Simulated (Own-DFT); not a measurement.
# Computed records: AlN (wurtzite, strained, atoms displaced)

All values are calculated (Own-DFT development build). A calculation, not a measurement: plane-wave PBE density functional theory by an unreviewed code, no spin, of a simulated periodic cell, stress positive in tension, free energy of the whole cell less one offset for each atom, forces on such cells passed a denser k mesh, this cell's mesh not checked; offsets are fitted by least squares, one for each functional and potential file, so energies compare only between cells with the same atoms and settings and are not formation energies; the far tail of each file's local potential was reset to the Coulomb form; each entry is a single point on an unrelaxed cell, so the pressure reflects the starting lattice, mostly measured values (interpolated for alloys), from which strain is counted, and rises with the displacements; printed positions are rounded, which can move forces by about a meV/angstrom; the program, named Own-DFT, is a retired in-house code; no spin-orbit coupling.

```json
{"formula": "AlN", "kind": "wurtzite, strained, atoms displaced", "structure": {"cell_angstrom": [[12.5649, 0.1342, 0.1354], [-6.1662, 10.5692, -0.1447], [0.1084, -0.0712, 10.0064]], "atoms_fractional": [["Al", 0.07474, 0.15711, 0.00312], ["Al", 0.16825, 0.08765, 0.24604], ["N", 0.089, 0.16726, 0.18727], ["N", 0.17848, 0.09046, 0.4326], ["Al", 0.09247, 0.16736, 0.49957], ["Al", 0.16992, 0.08304, 0.74127], ["N", 0.07904, 0.16128, 0.69369], ["N", 0.15922, 0.08438, 0.93509], ["Al", 0.09017, 0.42241, 0.99918], ["Al", 0.17877, 0.34129, 0.25552], ["N", 0.07494, 0.42208, 0.19911], ["N", 0.16084, 0.33405, 0.44102], ["Al", 0.08094, 0.4241, 0.49976], ["Al", 0.16397, 0.33359, 0.75464], ["N", 0.08403, 0.41315, 0.69217], ["N", 0.169, 0.33358, 0.93764], ["Al", 0.08584, 0.66883, 0.99536], ["Al", 0.17278, 0.59007, 0.25531], ["N", 0.08078, 0.66512, 0.19084], ["N", 0.16797, 0.57727, 0.45316], ["Al", 0.08229, 0.65787, 0.50238], ["Al", 0.15442, 0.57782, 0.74124], ["N", 0.08138, 0.66398, 0.68666], ["N", 0.16936, 0.58392, 0.94047], ["Al", 0.08228, 0.91375, 0.00324], ["Al", 0.1715, 0.83721, 0.24866], ["N", 0.08543, 0.92218, 0.19974], ["N", 0.17067, 0.83316, 0.44531], ["Al", 0.09051, 0.92115, 0.49734], ["Al", 0.159, 0.83472, 0.75072], ["N", 0.08636, 0.9206, 0.68585], ["N", 0.17335, 0.84234, 0.9456], ["Al", 0.33574, 0.16711, 0.00176], ["Al", 0.40933, 0.07995, 0.24718], ["N", 0.32649, 0.16856, 0.1839], ["N", 0.42338, 0.08347, 0.43993], ["Al", 0.3408, 0.17017, 0.49739], ["Al", 0.42161, 0.08893, 0.75365], ["N", 0.33488, 0.16682, 0.68376], ["N", 0.41508, 0.0751, 0.94721], ["Al", 0.34172, 0.41862, 0.99293], ["Al", 0.40992, 0.32512, 0.24043], ["N", 0.3322, 0.41065, 0.18709], ["N", 0.42138, 0.33735, 0.44084], ["Al", 0.32603, 0.415, 0.49671], ["Al", 0.41728, 0.33456, 0.74968], ["N", 0.33549, 0.41469, 0.69355], ["N", 0.41664, 0.33368, 0.93872], ["Al", 0.33341, 0.66647, 0.99573], ["Al", 0.41155, 0.57291, 0.2541], ["N", 0.33707, 0.67398, 0.1929], ["N", 0.41001, 0.58365, 0.45071], ["Al", 0.33402, 0.66606, 0.49871], ["Al", 0.41946, 0.58479, 0.75285], ["N", 0.33244, 0.66533, 0.69048], ["N", 0.41901, 0.58168, 0.94196], ["Al", 0.34186, 0.92178, 0.00209], ["Al", 0.41142, 0.82766, 0.25302], ["N", 0.33374, 0.90826, 0.20184], ["N", 0.41459, 0.82979, 0.44406], ["Al", 0.33536, 0.91523, 0.50239], ["Al", 0.42256, 0.83553, 0.74609], ["N", 0.33175, 0.9137, 0.68871], ["N", 0.41173, 0.83113, 0.94842], ["Al", 0.58597, 0.16447, 0.00216], ["Al", 0.6647, 0.07914, 0.25514], ["N", 0.58709, 0.16945, 0.19234], ["N", 0.6686, 0.08297, 0.44403], ["Al", 0.57814, 0.16543, 0.50903], ["Al", 0.66162, 0.08671, 0.74878], ["N", 0.58263, 0.16222, 0.69415], ["N", 0.66322, 0.09123, 0.92958], ["Al", 0.58903, 0.42238, 0.99585], ["Al", 0.66705, 0.33092, 0.24583], ["N", 0.58504, 0.41499, 0.18914], ["N", 0.6604, 0.3312, 0.43549], ["Al", 0.57301, 0.41107, 0.49711], ["Al", 0.6658, 0.33677, 0.74588], ["N", 0.57912, 0.41461, 0.69216], ["N", 0.66, 0.32606, 0.94442], ["Al", 0.58484, 0.66677, 0.99831], ["Al", 0.66649, 0.58311, 0.25288], ["N", 0.58389, 0.66541, 0.19048], ["N", 0.66859, 0.58798, 0.44882], ["Al", 0.58008, 0.66559, 0.50235], ["Al", 0.66478, 0.58747, 0.7439], ["N", 0.58559, 0.6668, 0.69194], ["N", 0.66664, 0.59101, 0.93376], ["Al", 0.57945, 0.91794, 0.99271], ["Al", 0.6617, 0.83063, 0.25346], ["N", 0.58519, 0.91728, 0.18965], ["N", 0.6685, 0.84181, 0.44167], ["Al", 0.58343, 0.91495, 0.50163], ["Al", 0.66509, 0.83015, 0.73861], ["N", 0.59353, 0.91891, 0.68986], ["N", 0.66665, 0.83205, 0.93998], ["Al", 0.83823, 0.17124, 0.99149], ["Al", 0.91626, 0.08308, 0.24953], ["N", 0.83299, 0.16446, 0.19443], ["N", 0.9206, 0.0837, 0.43242], ["Al", 0.83112, 0.16922, 0.50335], ["Al", 0.91923, 0.09049, 0.75201], ["N", 0.8315, 0.16749, 0.69104], ["N", 0.92019, 0.08087, 0.93862], ["Al", 0.83901, 0.4197, 0.99637], ["Al", 0.91813, 0.33365, 0.25219], ["N", 0.84012, 0.41859, 0.19006], ["N", 0.91947, 0.33501, 0.44054], ["Al", 0.83415, 0.42014, 0.49752], ["Al", 0.92529, 0.33982, 0.74954], ["N", 0.83376, 0.42006, 0.68369], ["N", 0.91543, 0.33269, 0.94203], ["Al", 0.83562, 0.66974, 0.00599], ["Al", 0.9186, 0.58643, 0.25548], ["N", 0.83079, 0.66451, 0.18786], ["N", 0.91342, 0.58515, 0.44203], ["Al", 0.83074, 0.66117, 0.50572], ["Al", 0.91201, 0.57847, 0.74436], ["N", 0.83124, 0.66296, 0.69005], ["N", 0.91912, 0.58778, 0.9438], ["Al", 0.83303, 0.91709, 0.99839], ["Al", 0.91735, 0.83053, 0.25868], ["N", 0.8277, 0.9105, 0.1909], ["N", 0.91496, 0.83514, 0.43963], ["Al", 0.83126, 0.91254, 0.50572], ["Al", 0.91503, 0.82601, 0.75336], ["N", 0.83306, 0.91751, 0.68632], ["N", 0.91297, 0.82557, 0.94012]]}, "settings": {"functional": "PBE", "potential_files": "PseudoDojo norm-conserving, scalar-relativistic, standard set", "wave_cutoff [hartree]": 42.0, "occupations": "Fermi-Dirac", "smearing_width [eV]": 0.1, "hardware": "one NVIDIA H100", "k_mesh": "2 x 2 x 2 centred on Gamma"}, "results": {"free_energy_of_cell_above_offsets [eV]": "-53.956", "pressure [GPa]": 5.46, "stress_xx [GPa]": -2.9, "stress_yy [GPa]": -10.38, "stress_zz [GPa]": -3.11, "stress_yz [GPa]": -1.7, "stress_xz [GPa]": 2.82, "stress_xy [GPa]": 4.77, "force_element": ["Al", "Al", "N", "N", "Al", "Al", "N", "N", "Al", "Al", "N", "N", "Al", "Al", "N", "N", "Al", "Al", "N", "N", "Al", "Al", "N", "N", "Al", "Al", "N", "N", "Al", "Al", "N", "N", "Al", "Al", "N", "N", "Al", "Al", "N", "N", "Al", "Al", "N", "N", "Al", "Al", "N", "N", "Al", "Al", "N", "N", "Al", "Al", "N", "N", "Al", "Al", "N", "N", "Al", "Al", "N", "N", "Al", "Al", "N", "N", "Al", "Al", "N", "N", "Al", "Al", "N", "N", "Al", "Al", "N", "N", "Al", "Al", "N", "N", "Al", "Al", "N", "N", "Al", "Al", "N", "N", "Al", "Al", "N", "N", "Al", "Al", "N", "N", "Al", "Al", "N", "N", "Al", "Al", "N", "N", "Al", "Al", "N", "N", "Al", "Al", "N", "N", "Al", "Al", "N", "N", "Al", "Al", "N", "N", "Al", "Al", "N", "N"], "force_x [eV/angstrom]": [0.876, -0.505, -1.585, 0.103, -2.385, -0.812, 0.818, 2.665, -0.618, -3.161, 3.605, 1.351, 0.746, 1.671, -0.683, -0.141, -0.138, -0.986, 0.55, -0.175, -1.253, 2.933, -1.426, -0.458, -1.017, -0.952, 0.282, -0.026, -0.951, 2.255, -0.842, 0.251, -1.292, 1.638, 1.869, -1.324, -0.186, -0.859, 0.426, -0.124, -2.329, 1.802, 0.178, -2.427, 0.714, -0.186, -1.221, 1.803, 0.055, 0.431, 0.351, 2.568, -1.393, -0.661, -0.063, -0.202, -1.605, 2.28, -1.422, 0.856, -0.646, -0.906, 0.054, 1.623, -1.725, 0.223, -0.835, -0.91, 1.48, 2.835, -1.828, 2.711, -0.587, 0.502, -1.062, 0.951, 2.266, 0.558, 0.379, 1.037, -0.909, 0.085, -0.852, -0.181, -0.235, 1.302, -1.581, 1.905, 1.155, 0.696, -1.155, 0.95, -1.03, 1.393, -2.522, -0.46, -0.912, 0.506, -0.449, 0.049, 1.386, -0.118, -0.042, -1.645, -1.422, -0.805, -1.369, -0.852, -0.735, -1.719, 0.227, 1.45, -0.856, -0.103, 0.394, 1.758, -0.906, 0.151, -0.037, 0.453, -0.483, -0.968, 0.741, 1.612, -0.217, -0.63, 0.534, 0.655], "force_y [eV/angstrom]": [2.293, -0.251, 0.708, -0.372, -0.514, 0.929, 1.242, -0.903, -1.299, -1.827, 0.337, 0.476, -4.24, -0.553, 0.285, 0.072, 0.14, -0.63, 0.925, 3.205, 2.046, 1.56, 0.169, 0.542, 1.104, -0.999, -1.567, -0.685, -0.609, 0.198, -1.527, -1.23, -0.57, 0.829, -1.987, -0.254, -0.464, -1.648, -0.017, 3.474, -0.9, 2.654, 0.967, -0.951, -0.289, -0.448, 0.163, -0.536, -0.484, 2.413, -3.949, -0.94, 0.67, -0.324, -0.203, 1.037, -2.679, 2.531, 1.93, 0.518, 0.184, -0.358, 0.668, 0.503, 0.551, 1.032, -2.191, 0.308, 0.319, -0.608, 1.681, -1.787, -0.318, 1.312, -0.001, 0.412, 1.758, -0.44, 0.349, 2.122, 0.782, 0.007, -1.139, -1.035, 0.716, -0.985, -0.61, -1.29, 0.069, 0.832, -0.83, -2.321, 0.862, 1.46, -0.212, 0.769, -1.801, -0.336, 0.2, 0.173, -0.759, -1.655, 0.615, 0.38, -0.348, -0.674, -0.247, 0.482, -1.462, -1.489, -1.703, 1.429, -1.316, -0.53, -0.064, -0.092, 1.762, 1.71, -0.2, -0.461, -1.142, 0.793, 0.36, -0.882, 1.713, 1.909, -0.513, 2.012], "force_z [eV/angstrom]": [-0.304, 0.427, 0.634, 1.049, -0.022, 1.629, -1.175, 0.129, 1.26, -1.104, -1.237, 0.279, 0.573, -0.624, -0.861, 1.314, 1.052, -0.478, 0.249, -2.098, -0.895, 1.612, 0.923, -1.01, 0.136, 0.826, -1.143, -0.689, -0.511, 0.044, 0.08, -0.701, -1.647, 0.512, 0.475, -0.368, -0.181, -0.104, 1.0, -1.053, 0.582, 1.513, -0.17, -1.571, 1.534, 0.043, -0.685, 0.026, 0.74, -0.368, -0.639, -2.046, 1.769, -0.567, 0.434, -0.148, 1.223, 0.877, -1.902, -0.33, -0.124, 0.435, 1.094, -1.896, 1.093, -0.274, -0.575, 0.419, -1.817, -0.307, -0.689, 1.294, 0.387, 0.31, -0.207, 1.249, 0.612, 0.97, -0.635, -1.45, 0.783, 0.077, 0.553, -0.882, -0.41, 0.874, -1.041, 0.301, 0.954, -0.678, -0.302, 0.152, -0.149, 2.227, 0.042, -0.897, 1.614, -0.22, -1.333, 2.131, -0.803, -0.912, 0.565, -0.013, 1.313, -0.068, 0.046, 0.659, -0.861, 0.062, 0.814, -1.267, -0.804, -1.271, 1.507, 0.01, -0.73, 1.424, 0.235, -1.442, 0.629, -1.487, -0.261, 1.413, -1.702, -0.778, 1.776, -0.051], "wall_time [s]": 422.2}}
```
